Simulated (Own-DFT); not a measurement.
Hf36O71 (tetragonal hafnia with one neutral oxygen vacancy, atoms displaced) (calculated)

A calculation, not a measurement: plane-wave PBE and HSE06 DFT by an unreviewed code, no spin, of a simulated cell at Gamma alone, so results move with cell size and shape, stress positive in tension, energies less offsets, not probed for a lower state with spin; hafnium file: forces about 75 meV/angstrom off all-electron values; oxygen file: force components 24 meV/angstrom off all-electron in a glass; k mesh not checked against a denser one; forces and stress are PBE's, HSE06 gives the energy alone, and its difference from PBE has offsets of its own; offsets are fitted by least squares, one for each functional and potential file, so energies compare only between cells with the same atoms and settings and are not formation energies; the far tail of each file's local potential was reset to the Coulomb form; each entry is a single point on an unrelaxed cell, so the pressure reflects the starting lattice, taken from the Materials Project, from which strain is counted, and rises with the displacements; printed positions are rounded, which can move forces by about a meV/angstrom; the program is a retired in-house code; no spin-orbit coupling. Program: Own-DFT development build.

Common to all runs: first functional PBE; second functional HSE06; exact exchange share 0.25; screening 0.11 1/bohr; exchange divergence Gygi-Baldereschi; potential files PseudoDojo norm-conserving, scalar-relativistic, made for PBE, standard set; wave cutoff 48 hartree; occupations fixed; k mesh 1 x 1 x 1 centred on Gamma.

(1) Hf36O71 (tetragonal hafnia with one neutral oxygen vacancy, atoms displaced)

```
CELL_PARAMETERS angstrom
10.78000 0.00000 0.00000
0.00000 10.78000 0.00000
0.00000 0.00000 10.44930
ATOMIC_POSITIONS crystal
Hf 0.99715 0.99968 0.00933
Hf 0.16965 0.16430 0.25357
O 0.00021 0.17589 0.15835
O 0.16765 0.00030 0.34467
O 0.98789 0.16591 0.40800
O 0.16202 0.99729 0.10233
Hf 0.00053 0.99920 0.50636
Hf 0.15410 0.16278 0.75260
O 0.99523 0.16160 0.64809
O 0.15882 0.00581 0.84319
O 0.99709 0.17651 0.91059
O 0.18056 0.00319 0.59643
Hf 0.00632 0.32250 0.00916
Hf 0.16910 0.49763 0.24138
O 0.99776 0.48726 0.14606
O 0.16108 0.34212 0.34343
O 0.99529 0.49572 0.40032
O 0.17459 0.32400 0.09454
Hf 0.00604 0.34550 0.50422
Hf 0.16119 0.51455 0.74708
O 0.99891 0.49679 0.64168
O 0.17561 0.33362 0.85623
O 0.99075 0.49778 0.90489
O 0.17036 0.33066 0.59239
Hf 0.00223 0.65723 0.99916
Hf 0.17530 0.84768 0.23516
O 0.99128 0.83788 0.14310
O 0.16417 0.66761 0.36761
O 0.01092 0.82705 0.40661
O 0.16140 0.67455 0.10239
Hf 0.01556 0.65880 0.49240
Hf 0.15433 0.82862 0.75343
O 0.99417 0.82957 0.65627
O 0.16805 0.66488 0.84759
O 0.01084 0.84404 0.89327
O 0.15889 0.66340 0.59357
Hf 0.34230 0.99724 0.01171
Hf 0.49253 0.16820 0.23342
O 0.33329 0.16886 0.13637
O 0.49523 0.00186 0.35157
O 0.32444 0.16481 0.39775
Hf 0.32527 0.99900 0.49362
Hf 0.51494 0.17018 0.75522
O 0.32597 0.17470 0.64909
O 0.51402 0.00244 0.85037
O 0.34552 0.16716 0.88770
O 0.50541 0.99339 0.60708
Hf 0.32018 0.33607 0.99779
Hf 0.50288 0.50340 0.26252
O 0.33142 0.50921 0.14977
O 0.49247 0.33987 0.34628
O 0.32581 0.49718 0.39598
O 0.50929 0.32407 0.09426
Hf 0.33368 0.33750 0.48503
Hf 0.50004 0.49553 0.74930
O 0.33186 0.51601 0.64530
O 0.50152 0.34025 0.85227
O 0.33120 0.50649 0.90530
O 0.48514 0.33565 0.60185
Hf 0.32626 0.67840 0.99967
Hf 0.48964 0.82696 0.25971
O 0.33803 0.82277 0.13969
O 0.49117 0.67413 0.34571
O 0.33545 0.84225 0.40240
O 0.48557 0.67108 0.10297
Hf 0.31708 0.66366 0.50668
Hf 0.49637 0.83152 0.74356
O 0.33258 0.82481 0.65259
O 0.49564 0.66261 0.84189
O 0.34590 0.82985 0.90096
O 0.48899 0.67683 0.59761
Hf 0.67883 0.00494 0.99845
Hf 0.82653 0.17154 0.24342
O 0.66912 0.17001 0.14644
O 0.83456 0.99666 0.35374
O 0.66475 0.16019 0.38822
O 0.83981 0.00483 0.09956
Hf 0.66322 0.98845 0.50141
Hf 0.82613 0.17190 0.75654
O 0.66971 0.16095 0.65315
O 0.82626 0.99733 0.84275
O 0.65608 0.17434 0.89192
O 0.83676 0.99795 0.60840
Hf 0.66729 0.32789 0.00652
Hf 0.82338 0.49097 0.25918
O 0.67224 0.49307 0.15135
O 0.82258 0.33141 0.34616
O 0.66160 0.50198 0.39867
O 0.83139 0.33032 0.10672
Hf 0.65697 0.33329 0.49705
Hf 0.82357 0.50797 0.74553
O 0.65750 0.48942 0.64607
O 0.82827 0.33742 0.84924
O 0.65747 0.50049 0.90973
O 0.82512 0.33590 0.57679
Hf 0.66647 0.66878 0.99654
Hf 0.82611 0.82823 0.26354
O 0.66480 0.83829 0.15470
O 0.82925 0.66573 0.35625
O 0.66618 0.84639 0.41181
O 0.83170 0.66327 0.09227
Hf 0.65421 0.65810 0.52441
Hf 0.83462 0.83175 0.74948
O 0.65961 0.84276 0.64948
O 0.83467 0.66204 0.85349
O 0.66751 0.85262 0.89667
O 0.83154 0.66204 0.60340
```

| Property | Result |
| --- | --- |
| PBE energy of cell above offsets | -89.553 eV |
| HSE06 less PBE above offsets | 0.414 eV |
| PBE pressure | 4.14 GPa |
| PBE stress xx | -4.63 GPa |
| PBE stress yy | -4.14 GPa |
| PBE stress zz | -3.65 GPa |
| PBE stress yz | -0.48 GPa |
| PBE stress xz | -0.36 GPa |
| PBE stress xy | 0.05 GPa |

Force:
```
element  x (eV/Å)  y (eV/Å)  z (eV/Å)
     Hf     0.546     -0.65    -1.584
     Hf    -0.793      1.38     0.373
      O     0.961     -0.42    -0.325
      O    -0.018     0.106     0.143
      O     1.347     0.302    -0.177
      O     1.724     0.079     0.114
     Hf    -1.454     0.851    -0.765
     Hf     3.536     1.676    -1.518
      O    -0.176     0.474      1.34
      O     0.146    -1.608     0.675
      O    -0.387    -2.963    -1.431
      O    -3.969    -0.912     0.887
     Hf    -1.321     3.341     0.474
     Hf    -0.535     1.238     0.638
      O     0.854     1.004     0.887
      O     0.139    -1.768    -0.253
      O    -0.018     1.008    -1.062
      O    -2.319      0.38     2.521
     Hf    -0.729    -3.169     -0.45
     Hf     1.388    -4.183     0.128
      O    -0.256      0.27     1.554
      O    -1.136     0.658        -1
      O     1.107    -0.252    -1.071
      O    -0.624     1.131     0.121
     Hf    -2.066     0.844     0.944
     Hf    -3.023    -2.063      1.47
      O     0.886     0.028     1.117
      O     1.116    -0.658     -2.68
      O    -0.535     1.192    -0.181
      O    -0.015    -0.135     0.088
     Hf     -4.98      1.03    -1.809
     Hf     1.318       2.9    -0.373
      O     1.521    -0.247     -0.88
      O    -0.737     1.229     0.676
      O    -0.783    -1.811     1.063
      O     1.035     0.209     4.242
     Hf      1.24     1.881    -3.249
     Hf     2.152    -0.818     1.588
      O    -1.017    -1.099      0.94
      O     -0.25     0.149    -1.568
      O    -0.092     1.051    -1.467
     Hf     3.535     2.149     1.733
     Hf     -4.68    -0.751    -0.351
      O     0.537    -0.646     0.197
      O    -1.133    -0.445     0.707
      O    -0.686    -0.804     2.613
      O    -2.099     0.519    -0.893
     Hf     4.366    -0.298    -3.397
     Hf    -0.343     0.857    -2.939
      O     0.073    -1.217     0.573
      O     0.085     -1.28     0.318
      O     0.527     1.937    -0.242
      O    -2.594     0.267     1.241
     Hf     -0.87    -2.667     2.846
     Hf    -2.314    -0.458     1.928
      O    -0.854    -0.128     0.631
      O     0.202    -0.059    -0.793
      O    -0.485    -0.204     -0.35
      O     1.852     0.321    -0.805
     Hf     1.701    -3.163    -0.185
     Hf     1.953     3.041    -1.513
      O    -1.266     2.533     1.296
      O     0.545    -2.757     2.178
      O    -0.682    -2.554    -1.456
      O     2.888    -0.459    -0.591
     Hf     2.201     0.693    -1.336
     Hf    -0.344     1.755     1.322
      O    -2.094    -0.163    -0.099
      O     1.174     0.598     0.138
      O    -0.938     2.325    -0.191
      O      1.34    -0.706    -0.253
     Hf    -2.088    -0.204    -0.449
     Hf      0.73    -0.968     2.808
      O    -1.266    -1.113    -0.946
      O     0.517    -0.336    -0.661
      O    -0.409     1.245     1.173
      O    -1.185     0.758     0.144
     Hf     0.586     5.442     1.835
     Hf     0.802    -0.793    -1.522
      O     0.478     1.239    -1.001
      O     0.742     1.728     1.527
      O     1.949    -0.762     1.412
      O    -0.139    -0.759    -0.933
     Hf     0.331     1.628    -1.073
     Hf     1.589     1.345    -1.144
      O    -1.973     0.744     0.566
      O     -0.29     0.103     0.055
      O    -0.661     0.422     0.709
      O     0.612    -0.475    -0.835
     Hf     0.549    -2.319    -0.761
     Hf     1.409    -1.457     0.737
      O     0.694     1.339    -0.019
      O    -0.149     0.222     -0.86
      O     0.767     0.668    -1.038
      O     0.536     0.319     1.913
     Hf    -0.863     0.586     0.721
     Hf     0.626     0.608    -0.582
      O    -0.342      0.09     0.219
      O    -0.177    -0.294    -0.465
      O    -0.249    -6.305    -2.861
      O     0.195     0.235      0.26
     Hf     2.084      1.67    -2.483
     Hf    -1.653     0.981    -0.183
      O     2.001    -2.288     0.545
      O    -0.513     1.173    -0.638
      O      0.42     -4.13     0.768
      O    -1.045    -0.234     0.593
```

(2) Hf36O71 (tetragonal hafnia with one neutral oxygen vacancy, atoms displaced)

```
CELL_PARAMETERS angstrom
10.78000 0.00000 0.00000
0.00000 10.78000 0.00000
0.00000 0.00000 10.44930
ATOMIC_POSITIONS crystal
Hf 0.99921 0.00058 0.00217
Hf 0.16606 0.16673 0.25107
O 0.00264 0.16432 0.15054
O 0.16893 0.00257 0.34110
O 0.00125 0.16793 0.40256
O 0.16816 0.99828 0.09310
Hf 0.00148 0.99711 0.49596
Hf 0.16437 0.16426 0.74695
O 0.99694 0.16868 0.65043
O 0.16494 0.99831 0.85126
O 0.99731 0.16955 0.89896
O 0.16660 0.99501 0.59894
Hf 0.99825 0.33567 0.00005
Hf 0.17109 0.49520 0.25160
O 0.99798 0.50039 0.14840
O 0.16647 0.33596 0.34427
O 0.00358 0.49894 0.40029
O 0.16891 0.33438 0.09724
Hf 0.00012 0.33282 0.49716
Hf 0.16328 0.49960 0.74797
O 0.99505 0.49887 0.65179
O 0.16598 0.33402 0.84921
O 0.00230 0.49825 0.90275
O 0.16796 0.33361 0.59631
Hf 0.99917 0.66406 0.00011
Hf 0.16155 0.82880 0.25107
O 0.00070 0.83224 0.15267
O 0.16753 0.66444 0.34652
O 0.00220 0.83032 0.40330
Hf 0.99846 0.66219 0.49991
Hf 0.16544 0.83006 0.74683
O 0.99707 0.83574 0.65499
O 0.16755 0.66519 0.84589
O 0.99745 0.82989 0.90601
O 0.16830 0.66850 0.59710
Hf 0.33351 0.99502 0.99877
Hf 0.49932 0.16501 0.24884
O 0.33248 0.16290 0.15480
O 0.49785 0.99753 0.34741
O 0.33019 0.16255 0.40547
O 0.49905 0.99781 0.09896
Hf 0.33467 0.00239 0.50485
Hf 0.50567 0.16973 0.74537
O 0.33221 0.16628 0.65138
O 0.49809 0.99608 0.84634
O 0.33474 0.16994 0.89833
O 0.49993 0.00051 0.59955
Hf 0.33382 0.33919 0.99862
Hf 0.49508 0.49750 0.25073
O 0.33014 0.50625 0.15794
O 0.50102 0.32979 0.35045
O 0.33318 0.49423 0.40407
O 0.49939 0.33141 0.09840
Hf 0.32996 0.33939 0.50251
Hf 0.49988 0.50229 0.74648
O 0.32757 0.49882 0.65843
O 0.49968 0.33305 0.84569
O 0.33176 0.49891 0.90707
O 0.49940 0.33471 0.59828
Hf 0.33207 0.66713 0.00189
Hf 0.49881 0.83459 0.25389
O 0.33275 0.83053 0.14944
O 0.49802 0.66835 0.34778
O 0.33054 0.83243 0.40423
O 0.50135 0.66248 0.09826
Hf 0.32876 0.67036 0.50412
Hf 0.49928 0.83477 0.75538
O 0.33664 0.82872 0.65484
O 0.49676 0.67314 0.84962
O 0.33012 0.82802 0.89944
O 0.50413 0.66702 0.59862
Hf 0.67000 0.99857 0.99310
Hf 0.83550 0.16372 0.24957
O 0.65878 0.16617 0.15185
O 0.83216 0.00217 0.35160
O 0.66927 0.16784 0.40687
O 0.83248 0.00187 0.09618
Hf 0.66433 0.00335 0.50151
Hf 0.83478 0.16445 0.75097
O 0.66752 0.16544 0.64761
O 0.82700 0.99714 0.84885
O 0.66654 0.16785 0.90239
O 0.83109 0.99507 0.59668
Hf 0.66773 0.33384 0.99951
Hf 0.83340 0.49770 0.24871
O 0.66836 0.49672 0.15326
O 0.82852 0.33238 0.34523
O 0.66515 0.49901 0.40280
O 0.83668 0.33516 0.09812
Hf 0.67096 0.33575 0.50209
Hf 0.83182 0.50347 0.74451
O 0.66604 0.49696 0.64997
O 0.83391 0.33531 0.84494
O 0.66993 0.50348 0.90174
O 0.83902 0.33174 0.59830
Hf 0.66738 0.66689 0.00081
Hf 0.83813 0.83053 0.24782
O 0.66776 0.83272 0.15193
O 0.83527 0.66477 0.35022
O 0.66378 0.83025 0.39988
O 0.83072 0.66776 0.09958
Hf 0.66860 0.66594 0.49617
Hf 0.83398 0.83360 0.75239
O 0.67172 0.83830 0.65658
O 0.83432 0.66954 0.84799
O 0.66664 0.83237 0.90537
O 0.83073 0.66288 0.59918
```

| Item | Value |
| --- | --- |
| PBE energy of cell above offsets | -101.096 eV |
| HSE06 less PBE above offsets | -0.155 eV |
| PBE pressure | 0.92 GPa |
| PBE stress xx | -0.62 GPa |
| PBE stress yy | -0.52 GPa |
| PBE stress zz | -1.63 GPa |
| PBE stress yz | 0.73 GPa |
| PBE stress xz | 0.46 GPa |
| PBE stress xy | -0.01 GPa |

Force:
```
element  x (eV/Å)  y (eV/Å)  z (eV/Å)
     Hf      1.08     0.138    -0.703
     Hf     1.035    -0.007    -0.647
      O    -0.586    -0.061     0.147
      O    -0.748    -0.941     0.684
      O    -0.088     -0.25    -0.298
      O    -0.655    -0.046     0.347
     Hf    -0.711     0.362     0.741
     Hf     0.716     0.251     1.148
      O     0.583    -0.442    -0.089
      O    -0.162     0.034    -0.975
      O    -0.242    -0.819     0.268
      O    -0.254     0.146    -0.197
     Hf     0.948     -0.15    -0.385
     Hf    -1.489     0.824    -0.698
      O     0.661     0.391     0.467
      O    -0.035    -1.143     0.804
      O    -0.308     0.002     0.282
      O     -0.35     0.159     0.167
     Hf     0.116    -0.141      0.39
     Hf    -0.478    -0.632     1.275
      O     1.198     0.424    -0.527
      O    -0.088    -0.135    -0.796
      O    -0.184      0.62    -0.295
      O    -1.078     0.108     0.108
     Hf     0.401    -0.216     0.133
     Hf     1.637     0.609    -0.372
      O    -0.132    -0.156    -0.148
      O     0.019    -0.189     -0.12
      O     0.013     0.066    -0.193
     Hf    -0.416     0.051    -0.013
     Hf     0.334     0.679     0.944
      O     0.526     -0.37    -0.476
      O      -0.3    -0.141     0.179
      O     0.127     0.634     0.035
      O    -1.311    -0.083     0.194
     Hf     0.137     0.965    -0.096
     Hf    -0.716    -0.043     0.193
      O    -0.061     0.168     0.025
      O     0.169     0.576     0.574
      O    -0.067     1.086      0.13
      O     0.222    -0.172    -0.565
     Hf     0.074     0.014    -0.664
     Hf    -1.573    -0.302     0.745
      O     0.132    -0.243     0.181
      O     0.228     1.205     0.337
      O    -0.085    -0.464     0.685
      O    -0.049     0.101    -0.073
     Hf    -0.233    -2.138    -0.239
     Hf     1.333     0.301     0.323
      O     0.472     0.079    -0.722
      O    -0.174     0.404    -0.395
      O    -0.007     1.661    -0.154
      O      -0.2     0.661    -0.145
     Hf     1.144     -2.16    -0.096
     Hf     0.104     0.201      0.65
      O     1.011     0.144    -0.668
      O     0.442      0.75    -0.052
      O     0.289     0.913    -0.404
      O     0.016     0.077      0.09
     Hf    -0.076     0.354     0.271
     Hf     0.483    -0.284    -0.905
      O    -0.525    -0.508     0.364
      O    -0.207    -0.916    -0.005
      O    -0.129     0.187     0.223
      O    -0.204    -0.172     -0.19
     Hf      1.89     0.156    -0.809
     Hf     0.751    -0.449    -0.992
      O    -0.681    -0.015    -0.393
      O     0.209    -1.641    -0.105
      O    -0.051      0.71     0.276
      O    -0.601    -0.482    -0.147
     Hf    -1.172    -0.008     1.318
     Hf    -0.934     0.155    -0.185
      O     1.981     0.152     0.016
      O     0.512    -0.714    -0.755
      O    -0.085     -0.12    -0.431
      O     0.212     0.071     0.449
     Hf     0.458    -0.902    -0.205
     Hf      0.06     0.495    -0.045
      O     0.451     0.157     0.539
      O     0.342       0.7     0.079
      O     0.025    -0.048    -0.468
      O     0.956     0.598    -0.121
     Hf     -0.22     0.378     0.207
     Hf    -0.278     0.175    -0.246
      O    -0.395    -0.119      0.06
      O     0.483    -0.024     0.258
      O     0.143     0.247    -0.104
      O    -0.739    -0.443    -0.058
     Hf     -0.59    -0.375    -0.419
     Hf      -0.5    -0.153     1.224
      O     0.064    -0.211     0.118
      O    -0.278    -0.182     0.021
      O    -0.367    -0.524    -0.132
      O    -0.798     0.199    -0.336
     Hf    -0.526     0.171      0.37
     Hf    -1.894     0.072     0.346
      O     0.212     0.111     0.379
      O     0.239     0.131    -0.132
      O     0.272     0.564     0.448
      O     0.714     0.052     0.081
     Hf    -0.763     0.432      0.11
     Hf    -0.393    -0.023    -0.285
      O    -1.058      -0.3    -0.138
      O     0.019    -0.879    -0.066
      O    -0.008    -0.123    -0.287
      O     0.602    -0.004    -0.237
```
